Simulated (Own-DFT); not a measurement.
# Point defects and the pressure they add: C11b WSi2

Source: density functional calculations with Own-DFT, an unreviewed in-house program that is no longer used. Nothing was measured or relaxed, and spin and spin-orbit coupling are left out.

Settings: PBEsol; PseudoDojo norm-conserving scalar-relativistic files, made for PBE; cutoff 50 hartree; 5 x 5 x 5 k mesh centred on Gamma; cold (Marzari-Vanderbilt) smearing of 0.2 eV.

Limits: forces on such cells failed a check on a denser k mesh; stress not checked against mesh or cutoff.

All runs share one cell, with vectors in Å (-2.148, -5.953, 3.409); (-6.444, 2.976, 1.136); (-2.553, -2.948, -6.757) and a volume of 403.2 Å³. The atoms are randomly displaced, by u rms on each axis. The defect's site can differ from row to row.

```
cell,formula,u (Å),P (GPa)
no defect,Si20W10,0.0177,0.36
no defect,Si20W10,0.0184,0.35
no defect,Si20W10,0.0471,2.10
one W vacancy,Si20W9,0.0275,?
one W vacancy,Si20W9,0.0320,0.04
one W vacancy,Si20W9,0.0505,0.17
one W vacancy,Si20W9,0.0554,0.93
one Si on a W site,Si21W9,0.0282,2.18
one Si on a W site,Si21W9,0.0511,3.74
one Si on a W site,Si21W9,0.0535,3.73
one W on a Si site,Si19W11,0.0291,5.23
one W on a Si site,Si19W11,0.0507,6.75
one W on a Si site,Si19W11,0.0567,8.46
one Si vacancy,Si19W10,0.0285,-0.81
one Si vacancy,Si19W10,0.0306,-0.43
one Si vacancy,Si19W10,0.0464,0.30
```

## Fit

P = P0 + c u² + a shift for each defect gives P0 = 0.12 GPa, c = 853 ± 133 GPa/Å² and a scatter of 0.45 GPa. The shifts, and each times the cell's volume:

- one W on a Si site: 4.81 ± 0.40 GPa, 12.1 eV
- one Si on a W site: 1.31 ± 0.39 GPa, 3.3 eV
- one Si vacancy: -1.54 ± 0.37 GPa, -3.9 eV
- one W vacancy: -1.63 ± 0.40 GPa, -4.1 eV

Against the defect-free cell, a freed cell would be larger where the shift is positive and smaller where it is negative (160.2 GPa Å³ is 1 eV). The atoms around the defects weren't relaxed, which would change these numbers.

## Test on the hidden row

Asked: what pressure belongs in the blank (one W vacancy, u = 0.0275 Å)?

The fitted form gives -0.86 ± 0.55 GPa. The calculation gave -0.26 GPa.
